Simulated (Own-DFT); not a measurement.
# Response to strain: wurtzite GaN, 96 atoms (Ga48N48)

These are calculations, not measurements. They come from Own-DFT, an in-house plane-wave density functional program, since retired, whose code no person has reviewed. Each row is one single-point run on a periodic cell that was not relaxed, without spin or spin-orbit coupling.

Settings of every run: PBE; PseudoDojo norm-conserving scalar-relativistic files (stringent for Ga); cutoff 96 hartree; 3 x 4 x 3 k mesh centred on Gamma; Gaussian smearing of 0.01 eV.

Known limits: forces on such cells passed a denser k mesh, each cell not checked; stress not checked against mesh or cutoff.

Unstrained cell vectors in Å: (12.756, 0.000, 0.000); (-4.784, 8.285, 0.000); (0.000, 0.000, 10.370). The unstrained cell has measured lattice constants (interpolated for alloys), not those of this functional. That, the random moves and any unrelaxed bonds set the pressure at no strain. Each run strains this cell uniformly, with the atoms carried along. Every atom was also moved at random, by a Gaussian of width 0.05 Å on each axis. Strain is the symmetric tensor, in per cent. Stress is positive in tension, and the pressure is minus a third of its trace.

| run | e_xx (%) | e_yy (%) | e_zz (%) | s_xx (GPa) | s_yy (GPa) | s_zz (GPa) | P (GPa) | E (meV/atom) |
|---|---|---|---|---|---|---|---|---|
| 1 | 0.00 | 0.00 | 1.00 | -5.84 | -6.77 | -2.95 | 5.18 | 17.9 |
| 2 | 0.00 | 0.00 | 1.25 | -5.83 | -5.56 | -1.68 | 4.36 | 9.8 |
| 3 | 0.00 | 0.00 | 0.50 | -5.79 | -7.06 | -6.00 | 6.28 | 28.2 |
| 4 | 0.00 | 0.00 | 2.50 | -5.19 | -5.21 | 3.26 | 2.38 | 18.4 |
| 5 | 0.00 | 0.00 | 2.25 | -5.15 | -4.23 | 2.04 | 2.45 | 0.0 |
| 6 | 0.00 | 0.00 | -2.00 | -7.70 | -8.21 | -17.66 | 11.19 | 34.0 |
| 7 | 0.00 | 0.00 | 2.00 | -6.11 | -4.91 | 0.41 | 3.54 | 25.9 |
| 8 | 0.00 | 0.00 | -0.75 | -7.36 | -7.64 | -10.77 | 8.59 | 29.1 |
| 9 | 0.00 | 0.00 | -1.50 | ? | ? | ? | ? | ? |

E is the free energy for each atom above the lowest run shown.

## Worked fit

The change of volume is close to e_xx + e_yy + e_zz. A straight line through the runs shown gives P = 7.16 - 198 x (fractional change of volume) GPa, with an error of 6 on the slope and a scatter of 0.24 GPa. The strain isn't the same on all axes and the cell isn't cubic, so the slope belongs to this path and is not the bulk modulus.

## Withheld run

Question: what pressure should run 9 give? Its volume changes by -1.50 %.

The line gives 10.1 GPa. The calculation gave 9.96 GPa.
